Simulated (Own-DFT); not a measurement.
Simulation results for In3GaP4 (zincblende random alloy, atoms displaced), Al3GaN4 (wurtzite random alloy, strained, atoms displaced)

All values are calculated (Own-DFT development build). A calculation, not a measurement: plane-wave PBE density functional theory by an unreviewed code, no spin, of a simulated periodic cell, stress positive in tension, free energy of the whole cell less one offset for each atom, forces on such cells passed a denser k mesh, this cell's mesh not checked; offsets are fitted by least squares, one for each functional and potential file, so energies compare only between cells with the same atoms and settings and are not formation energies; the far tail of each file's local potential was reset to the Coulomb form; each entry is a single point on an unrelaxed cell, so the pressure reflects the starting lattice, mostly measured values, from which strain is counted, and rises with the displacements; printed positions are rounded, which can move forces by about a meV/angstrom; the program is a retired in-house code; no spin-orbit coupling; before rounding, a Quantum ESPRESSO 7.3.1 run of the same cell and cutoff gave forces within 1 meV/angstrom rms on each cell, which checks the program and not the settings.

Settings shared by all entries: functional PBE; potential files PseudoDojo norm-conserving, scalar-relativistic, standard set; wave cutoff 42 hartree; occupations Fermi-Dirac; smearing width 0.1 eV.

(1) In3GaP4 (zincblende random alloy, atoms displaced)

```
In3GaP4
1.0
     11.5283     0.0000     0.0000
      0.0000    11.5283     0.0000
      0.0000     0.0000    11.5283
In Ga In P In Ga In P In Ga P In P Ga In Ga In P In Ga In P In Ga In P In P
2 1 1 4 2 1 1 4 2 2 4 4 4 1 1 1 1 4 1 1 2 4 1 1 2 4 4 4
Direct
  0.99787 0.98786 0.99512
  0.00330 0.25973 0.24163
  0.24134 0.00850 0.24766
  0.25975 0.26265 0.99784
  0.11579 0.12030 0.13247
  0.12665 0.35389 0.38455
  0.36923 0.11918 0.36223
  0.37938 0.38276 0.13503
  0.99593 0.99552 0.50462
  0.00164 0.25057 0.73978
  0.26475 0.00782 0.75118
  0.23897 0.25025 0.48317
  0.12079 0.11459 0.62516
  0.12694 0.36717 0.87362
  0.36797 0.12989 0.87768
  0.37797 0.36625 0.61731
  0.99185 0.49355 0.00409
  0.99345 0.73965 0.23786
  0.26013 0.49773 0.25017
  0.23899 0.75024 0.00292
  0.13104 0.61979 0.12396
  0.12035 0.87694 0.37265
  0.38098 0.62790 0.37418
  0.37454 0.88036 0.12704
  0.99886 0.50464 0.50062
  0.99655 0.76018 0.74576
  0.26025 0.48415 0.75668
  0.24534 0.74223 0.51123
  0.13834 0.62812 0.62343
  0.11824 0.87397 0.88326
  0.38415 0.63030 0.86986
  0.37797 0.87550 0.61931
  0.49450 0.00079 0.99552
  0.51307 0.24015 0.24436
  0.75133 0.98874 0.25090
  0.75896 0.25808 0.00426
  0.63247 0.12305 0.12357
  0.62301 0.37899 0.37260
  0.87458 0.12651 0.38420
  0.88291 0.36831 0.11287
  0.49415 0.99002 0.50229
  0.50923 0.25260 0.74013
  0.75071 0.99446 0.76100
  0.74509 0.25502 0.50431
  0.62345 0.12761 0.61806
  0.60980 0.36835 0.88114
  0.88136 0.13234 0.87270
  0.87661 0.36666 0.61155
  0.49915 0.48633 0.00417
  0.49385 0.74609 0.25781
  0.73908 0.50688 0.24128
  0.74666 0.75923 0.98670
  0.62062 0.61860 0.12634
  0.63492 0.86974 0.37490
  0.86308 0.64114 0.37399
  0.87630 0.87950 0.12482
  0.50390 0.49726 0.49875
  0.49494 0.74478 0.74664
  0.75588 0.50252 0.73026
  0.75002 0.75375 0.49602
  0.62301 0.62758 0.61999
  0.62639 0.87882 0.87522
  0.87494 0.62362 0.87428
  0.86411 0.86576 0.62311
```

- k mesh: 3 x 3 x 3 centred on Gamma

(2) Al3GaN4 (wurtzite random alloy, strained, atoms displaced)

```
Al3GaN4
1.0
      9.5112     0.0000     0.0000
     -4.7556     8.2369     0.0000
      0.0000     0.0000    10.0655
Al Ga N Ga Al N Al N Al N Al N Ga N Al N Al N Al N Ga N Ga Al N Al N Al Ga N Al N Al N Al Ga N Al N Al N
1 1 2 1 1 2 2 2 2 2 2 2 2 2 2 2 2 2 2 2 2 2 1 1 2 2 2 1 1 2 2 2 2 2 1 1 2 2 2 2 2
Direct
  0.11133 0.22087 0.99525
  0.22278 0.11241 0.24727
  0.11074 0.21996 0.18939
  0.21614 0.10929 0.44757
  0.11258 0.21988 0.49927
  0.22068 0.12046 0.74542
  0.11715 0.23651 0.69249
  0.21848 0.10669 0.94444
  0.10249 0.53938 0.00285
  0.22192 0.43872 0.24620
  0.11283 0.55969 0.18074
  0.22046 0.43681 0.43484
  0.11145 0.54642 0.50116
  0.22107 0.44594 0.75562
  0.11113 0.55685 0.68422
  0.22084 0.44795 0.94183
  0.12262 0.89600 0.99895
  0.23031 0.78357 0.24205
  0.10722 0.89536 0.18061
  0.22556 0.78466 0.43020
  0.12133 0.89789 0.49779
  0.22330 0.78162 0.75099
  0.11632 0.89847 0.69261
  0.22970 0.78384 0.93627
  0.43882 0.22734 0.99781
  0.56118 0.12295 0.25670
  0.45424 0.21915 0.19483
  0.55403 0.11719 0.43942
  0.44676 0.22670 0.49997
  0.55292 0.10967 0.75057
  0.44137 0.21209 0.69483
  0.55723 0.11105 0.94191
  0.44243 0.55613 0.01083
  0.55178 0.44262 0.25240
  0.43912 0.55891 0.19152
  0.56136 0.44953 0.44601
  0.45293 0.56862 0.50115
  0.54942 0.43317 0.75295
  0.44111 0.55475 0.69491
  0.55998 0.44202 0.94239
  0.45578 0.90411 0.00084
  0.56065 0.76973 0.25942
  0.44267 0.89047 0.18311
  0.54512 0.77141 0.43442
  0.43772 0.88280 0.49541
  0.55752 0.77595 0.75017
  0.44362 0.89847 0.69109
  0.55496 0.78446 0.93817
  0.78252 0.22763 0.00251
  0.89612 0.10928 0.24758
  0.77915 0.22680 0.18721
  0.88525 0.10049 0.45169
  0.78068 0.22666 0.49736
  0.89368 0.10957 0.73454
  0.78020 0.22835 0.68675
  0.89053 0.10270 0.94551
  0.78849 0.55861 0.99816
  0.88264 0.44872 0.24923
  0.76919 0.55187 0.19283
  0.89414 0.44601 0.44319
  0.78389 0.55816 0.50112
  0.88894 0.44319 0.74191
  0.77260 0.55198 0.68844
  0.87938 0.43598 0.94362
  0.77566 0.88698 0.00140
  0.88412 0.77526 0.24302
  0.76916 0.88206 0.18615
  0.89329 0.77182 0.44589
  0.78870 0.89940 0.50023
  0.89146 0.78340 0.74402
  0.77014 0.87427 0.68464
  0.87603 0.76332 0.93504
```

- k mesh: 4 x 4 x 3 centred on Gamma

Q: In3GaP4 (zincblende random alloy, atoms displaced) (entry 1): pressure?
A: 5.35 GPa

Q: Give the table of force values for In3GaP4 (zincblende random alloy, atoms displaced) (entry 1).
A: 
Force:
```
element  x (eV/Å)  y (eV/Å)  z (eV/Å)
     In    -0.466     2.422     0.858
     In    -0.488    -1.365     1.242
     Ga     0.053    -0.875     0.109
     In    -0.893    -0.818     1.659
      P     1.352    -0.213    -1.195
      P    -3.424     6.123    -4.026
      P     0.287    -0.253     0.345
      P    -0.907    -0.984     0.726
     In    -0.278    -0.442    -0.494
     In     0.327    -0.272     0.336
     Ga    -1.079     -0.48    -0.248
     In     4.357    -4.297     4.079
      P     1.856     0.045     0.631
      P    -0.958     0.796     0.009
      P     2.021     -0.92    -1.113
      P     0.225    -0.647     0.438
     In      1.95     1.552    -1.639
     In     0.854     0.902     0.701
     Ga    -0.624     0.392     0.697
     Ga     1.094     0.178     -0.21
      P     0.692    -0.652     0.052
      P     0.807    -0.388    -0.618
      P    -0.953    -0.396    -0.354
      P    -0.346    -0.453    -0.064
     In     0.409     0.508    -0.777
     In     0.765    -1.231     0.315
     In     0.117     1.109    -0.484
     In     1.474     2.414    -3.109
      P    -2.566    -2.536     2.632
      P     2.816    -0.854    -1.649
      P     -2.09    -1.045     2.272
      P    -1.644    -0.264     2.078
     Ga     0.181     0.135     0.376
     In    -1.112     0.512     0.874
     Ga     0.242     1.047     0.237
     In    -1.863    -1.704    -1.688
      P       0.5    -1.946    -0.768
      P     0.567    -0.691    -0.371
      P    -0.691     -0.26    -1.622
      P    -1.057     1.269     2.837
     In     1.131     1.621    -1.825
     Ga    -0.664     -0.47     0.309
     In     0.534     1.581    -1.295
     In    -0.552    -0.789    -1.638
      P    -0.607    -0.588     1.502
      P     1.741      -0.8    -2.135
      P    -0.389    -0.619     0.188
      P     0.651     1.325     1.152
     In     -0.37     2.237     -0.32
     Ga     0.733     0.645     -0.92
     In     1.936    -1.203     1.244
     In       0.6    -1.366     1.885
      P    -1.329     2.619    -1.236
      P    -1.964     0.972    -1.786
      P     1.496    -2.726    -0.951
      P    -1.515    -0.394     0.423
     In    -0.632     0.237     0.082
     In     1.157     1.351    -0.449
     In    -0.361     -0.49     1.419
     In    -1.002     -0.54     1.106
      P     0.163     0.085    -0.119
      P    -2.837     0.435     0.082
      P     0.012    -0.063    -0.485
      P      0.56     1.524     0.693
```

Q: Give the missing stress zz for Al3GaN4 (wurtzite random alloy, strained, atoms displaced) (entry 2).
A: -4.74 GPa

Q: Al3GaN4 (wurtzite random alloy, strained, atoms displaced) (entry 2): stress yy?
A: -2.06 GPa

Q: Give the table of force values for Al3GaN4 (wurtzite random alloy, strained, atoms displaced) (entry 2).
A: 
Force:
```
element  x (eV/Å)  y (eV/Å)  z (eV/Å)
     Al    -0.323    -0.294     0.263
     Ga     0.819    -0.258     0.527
      N     0.423     1.356    -0.895
      N     2.027     1.862    -1.388
     Ga    -0.622     0.975     0.302
     Al     1.004    -0.984     0.933
      N    -0.003    -1.509     0.476
      N    -0.073     1.825    -1.161
     Al    -0.751     2.263    -1.376
     Al    -1.278      0.88      0.28
      N    -0.273    -0.668     2.315
      N    -0.474     1.141    -0.151
     Al    -0.093     1.234    -1.305
     Al    -0.038     1.411    -0.619
      N     1.105    -0.189     0.601
      N     0.983    -1.138     0.308
     Al    -0.755    -1.901    -1.119
     Al    -0.839    -0.436    -0.318
      N     0.439    -1.538     1.315
      N     0.741    -1.494     0.468
     Ga    -0.232    -2.249     0.666
     Ga    -0.002    -0.116    -0.262
      N    -1.355     0.101     0.086
      N    -1.176      -1.3     1.693
     Al     1.844    -0.951     0.467
     Al     1.345    -2.183    -1.232
      N    -2.364     1.694    -1.036
      N     0.924    -0.488     0.783
     Al    -0.184    -0.131     0.493
     Al     0.863     0.372     0.523
      N    -0.972     0.313    -1.137
      N    -0.319     3.193    -1.053
     Al     0.444      0.94    -2.553
     Al     0.054     -0.05     0.105
      N     1.244    -1.125     0.862
      N     0.081    -0.657    -1.003
     Ga    -0.153    -2.923     0.974
     Ga     0.123      1.29    -0.366
      N    -0.473     0.212     0.155
      N    -1.181     0.573       1.5
     Ga    -0.348    -2.163    -0.541
     Al    -2.003     1.214    -2.878
      N     1.193     0.592     3.245
      N     0.884     3.103     1.406
     Al     -0.02      1.34     0.553
     Al    -1.155     0.159     0.475
      N      1.97    -1.197    -1.542
      N     1.514    -1.473     0.152
     Al    -0.302    -1.975    -0.772
     Ga    -1.853    -0.329     0.237
      N     0.143     0.091     1.386
      N     -1.02     2.736    -1.433
     Al    -0.492    -0.544      0.17
     Al    -1.292    -0.153     1.768
      N     0.405    -2.547    -0.288
      N    -0.554     1.216    -1.255
     Al    -1.486    -1.083     0.209
     Al     1.559      -0.1     0.086
      N     0.335     0.627    -0.431
      N    -0.309    -0.245    -0.884
     Al    -0.231    -0.489     0.227
     Ga    -0.501     0.884     1.162
      N     0.377     1.068    -0.169
      N     1.417     1.112    -0.352
     Al     0.004    -0.769    -1.263
     Al     0.726     0.201     0.854
      N     0.816    -0.147     1.165
      N    -1.526     1.175    -1.587
     Al    -0.036    -4.314     0.109
     Al     0.574    -1.565     0.687
      N    -0.064     2.133     0.113
      N     0.744     2.386     0.268
```

Further results for In3GaP4 (zincblende random alloy, atoms displaced) (entry 1):

* free energy of cell above offsets: -25.097 eV
* stress xx: -5.45 GPa
* stress yy: -5.25 GPa
* stress zz: -5.33 GPa
* stress yz: 0.86 GPa
* stress xz: 0.24 GPa
* stress xy: 0.28 GPa

Further results for Al3GaN4 (wurtzite random alloy, strained, atoms displaced) (entry 2):

* free energy of cell above offsets: -17.493 eV
* pressure: 1.6 GPa
* stress xx: 2 GPa
* stress yz: 1.02 GPa
* stress xz: 0.53 GPa
* stress xy: 0.07 GPa
